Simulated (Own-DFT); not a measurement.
## Calculated data, GaP (zincblende, strongly disordered by large displacements)

All values are calculated (Own-DFT development build). A calculation, not a measurement: plane-wave PBE density functional theory by an unreviewed code, no spin, of a simulated periodic cell, stress positive in tension, free energy of the whole cell less one offset for each atom, forces on such cells passed a denser k mesh, this cell's mesh not checked; broken bonds can close the gap or carry spin, so checks made on this kind of crystal may not hold here; offsets are fitted by least squares, one for each functional and potential file, so energies compare only between cells with the same atoms and settings and are not formation energies; the far tail of each file's local potential was reset to the Coulomb form; each entry is a single point on an unrelaxed cell, so the pressure reflects the starting lattice, mostly measured values (interpolated for alloys), from which strain is counted, and rises with the displacements; printed positions are rounded, which can move forces by about a meV/angstrom; the program, named Own-DFT, is a retired in-house code; no spin-orbit coupling.

## GaP (zincblende, strongly disordered by large displacements)

```xyz
64
Lattice="10.9010 0.0000 0.0000 0.0000 10.9010 0.0000 0.0000 0.0000 10.9010" Properties=species:S:1:pos:R:3 GaP
Ga     0.1503    10.6132    10.8938
Ga    10.7526     2.6228     2.5386
Ga     2.7892     0.0323     2.4730
Ga     2.8559     2.4202     0.0298
P      1.5883     1.2978     0.8339
P      2.1467     4.3969     3.6115
P      3.9025     1.4358     4.0371
P      3.5791     4.2487     0.9358
Ga    10.7173    10.5105     5.0767
Ga     0.2055     2.7170     8.3279
Ga     3.0511     0.8316     8.0593
Ga     2.8466     2.9158     5.3315
P      1.6681     0.9619     6.7576
P      1.1779     3.9722     9.5514
P      4.4302     1.9345     9.2382
P      3.7093     4.8529     6.7356
Ga    10.1269     5.2500     0.2921
Ga    10.4256     8.3826     3.1039
Ga     3.0403     5.8569     2.7785
Ga     3.0303     7.9414     0.1907
P      1.2171     7.0092     1.9935
P      1.0458     9.1199     3.9793
P      4.2521     6.9872     4.4232
P      4.0037     9.2532     1.2101
Ga    10.4720     5.7315     5.5619
Ga    10.6656     7.9286     8.0701
Ga     2.1325     5.6380     7.7972
Ga     2.7633     7.9509     5.0532
P      1.4446     7.0432     6.3530
P      1.2625     9.3812    10.0206
P      3.7055     6.4646     9.5652
P      3.7814     8.9254     7.3370
Ga     5.4533    10.7610    10.6171
Ga     5.8109     2.6220     3.2706
Ga     8.4501     0.0405     3.3526
Ga     8.0933     2.3264    10.8503
P      6.5254     1.4564     1.0609
P      7.1529     3.6949     4.1307
P      9.5754     1.2863     4.2136
P      9.3746     3.8718     1.5862
Ga     5.4602     0.1285     5.9547
Ga     5.5680     2.5350     7.8568
Ga     8.1284    10.7088     8.1430
Ga     8.6541     2.2320     5.5899
P      6.4245     0.9589     7.3383
P      6.8843     4.1505    10.2813
P      9.5847     0.3325     9.7015
P      9.3115     4.1480     6.6299
Ga     4.9149     5.2306    10.6305
Ga     5.0563     8.3428     2.5090
Ga     7.7659     5.7119     2.5666
Ga     7.8514     7.8003    10.4618
P      6.0957     6.8761     1.5408
P      7.4344     9.9326     4.5613
P     10.0817     6.5360     3.2009
P      9.9776     9.6512     1.2043
Ga     5.8331     5.9512     5.5295
Ga     5.6106     8.1994     8.1986
Ga     8.5719     5.8771     8.1272
Ga     8.3810     8.4766     6.8083
P      6.9199     7.3583     7.1341
P      6.8413     9.6502     9.9361
P      9.5522     6.9046     9.8195
P     10.0181     9.3430     6.3684
```

- functional: PBE
- potential files: PseudoDojo norm-conserving, scalar-relativistic, standard set
- wave cutoff: 42 hartree
- occupations: Fermi-Dirac
- smearing width: 0.1 eV
- hardware: one NVIDIA H100
- k mesh: 3 x 3 x 3 centred on Gamma
- free energy of cell above offsets: 47.709 eV
- pressure: 21.84 GPa
- stress xx: -25.13 GPa
- stress yy: -21.99 GPa
- stress zz: -18.4 GPa
- stress yz: 0.06 GPa
- stress xz: 2.65 GPa
- stress xy: -2.13 GPa
- wall time: 592.3 s

Force:
```
element  x (eV/Å)  y (eV/Å)  z (eV/Å)
     Ga     3.714     8.529     1.576
     Ga     3.618    -1.429     1.321
     Ga    -0.872    -0.607     0.073
     Ga     5.175     5.321    -4.768
      P    -6.536    -4.845     5.606
      P     -5.66    -8.076     4.086
      P     2.181    -1.391      0.18
      P    -1.552    -0.261     4.149
     Ga     4.279     6.461    -3.747
     Ga    -2.711    -3.832    -3.681
     Ga     3.699    -2.918     3.674
     Ga    -0.785     1.247     1.178
      P    -6.534     2.073    -5.493
      P     1.884     3.912     2.878
      P    -4.633    -3.268     8.923
      P     4.692    -3.426     -2.71
     Ga      3.37     1.528    -1.993
     Ga    -5.007     5.996    -4.631
     Ga     3.587     4.926    -3.677
     Ga    -5.689    -4.064    -3.796
      P    -0.213     -0.74    -2.174
      P     9.196     4.448     2.269
      P     6.647    -2.487    -5.108
      P    -0.703     10.55    -1.271
     Ga     0.863     0.937    -1.344
     Ga     2.662     0.883      0.28
     Ga    -1.584    -1.036     4.653
     Ga    -4.319     6.619     2.003
      P    -5.074    -0.931     2.122
      P     6.623    -7.669    -6.046
      P    -1.679     3.168    -3.407
      P    -1.476     2.498    -1.319
     Ga     -6.29     5.257     3.528
     Ga    -5.384    -4.618    -4.474
     Ga    -1.419    -1.823     -11.1
     Ga      2.96     0.026    -0.899
      P    -1.994    -0.975     3.158
      P     4.417     5.255     3.647
      P     9.919     3.869    -3.035
      P    -4.275    -1.182      0.36
     Ga    -5.263    -5.163     -8.31
     Ga     1.034     12.64    -3.114
     Ga     0.748    -1.156    -0.059
     Ga    -5.239     4.285     5.867
      P      9.32    -2.364     2.503
      P     0.579     0.896    -2.267
      P     -3.88     5.246     -3.13
      P     0.683    -0.223     1.751
     Ga     5.192    -0.864     0.606
     Ga     3.454    -1.555     8.396
     Ga     1.051     -1.12     0.775
     Ga    -3.596      0.93      3.79
      P     3.132     -3.07    -3.545
      P    -6.634     -5.68     5.477
      P    -2.683    -9.865     1.308
      P    -7.291    -4.917     7.002
     Ga     0.784    -2.313     0.831
     Ga    -5.756     3.568      6.51
     Ga    -1.367    -1.976    -1.077
     Ga      0.21     2.686     -1.32
      P    -0.467    -10.59    -3.348
      P     4.786     -4.39    -4.573
      P     3.482        -1     -0.18
      P     2.627    -1.932     5.117
```
